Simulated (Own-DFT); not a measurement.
# How strain changes the stress of wurtzite AlGaN with randomly placed atoms, 128 atoms (Al48Ga16N64)

These are calculations, not measurements. The program, named Own-DFT, is a retired in-house plane-wave density functional code that no person has reviewed. Each row is one single-point run on a periodic cell that was not relaxed, without spin or spin-orbit coupling.

Settings of every run: PBE; PseudoDojo norm-conserving scalar-relativistic files (stringent for Ga); cutoff 96 hartree; 3 x 3 x 3 k mesh centred on Gamma; Gaussian smearing of 0.01 eV.

Known limits: k mesh not checked against a denser one; stress not checked against mesh or cutoff.

Unstrained cell vectors in Å: (12.525, 0.000, 0.000); (-6.263, 10.847, 0.000); (0.000, 0.000, 10.066). The unstrained cell has measured lattice constants (interpolated for alloys), not those of this functional. That, the random moves and any unrelaxed bonds set the pressure at no strain. Each run strains this cell uniformly, with the atoms carried along. Every atom was also moved at random, by a Gaussian of width 0.05 Å on each axis. The random placing of the alloy's atoms differs from row to row. Strain is the symmetric tensor, in per cent. Stress is positive in tension, and the pressure is minus a third of its trace.

| run | e_xx (%) | e_yy (%) | e_zz (%) | s_xx (GPa) | s_yy (GPa) | s_zz (GPa) | P (GPa) | E (meV/atom) |
|---|---|---|---|---|---|---|---|---|
| 1 | 2.50 | 2.50 | 0.00 | 6.68 | 5.62 | -2.22 | -3.36 | 6.5 |
| 2 | -2.00 | -2.00 | 0.00 | -17.33 | -19.54 | -10.75 | 15.88 | 45.6 |
| 3 | 0.75 | 0.75 | 0.00 | -1.24 | -1.58 | -6.67 | 3.16 | 0.0 |
| 4 | 1.25 | 1.25 | 0.00 | 0.35 | 1.10 | -4.70 | 1.08 | 4.3 |
| 5 | 3.00 | 3.00 | 0.00 | 8.50 | 8.75 | -2.66 | -4.86 | 14.2 |
| 6 | -1.25 | -1.25 | 0.00 | -13.09 | -14.25 | -9.39 | 12.24 | 30.1 |
| 7 | -2.25 | -2.25 | 0.00 | -17.92 | -21.39 | -11.11 | 16.81 | 39.9 |
| 8 | -0.75 | -0.75 | 0.00 | -8.86 | -10.77 | -8.62 | 9.42 | 12.3 |
| 9 | 1.50 | 1.50 | 0.00 | ? | ? | ? | ? | ? |

E is the free energy for each atom above the lowest run shown.

## Worked fit

The change of volume is close to e_xx + e_yy + e_zz. A straight line through the runs shown gives P = 7.02 - 209 x (fractional change of volume) GPa, with an error of 6 on the slope and a scatter of 0.69 GPa. The strain isn't the same on all axes and the cell isn't cubic, so the slope belongs to this path and is not the bulk modulus.

## Withheld run

Question: what pressure should run 9 give? Its volume changes by 3.02 %.

The line gives 0.7 GPa. The calculation gave 0.50 GPa.
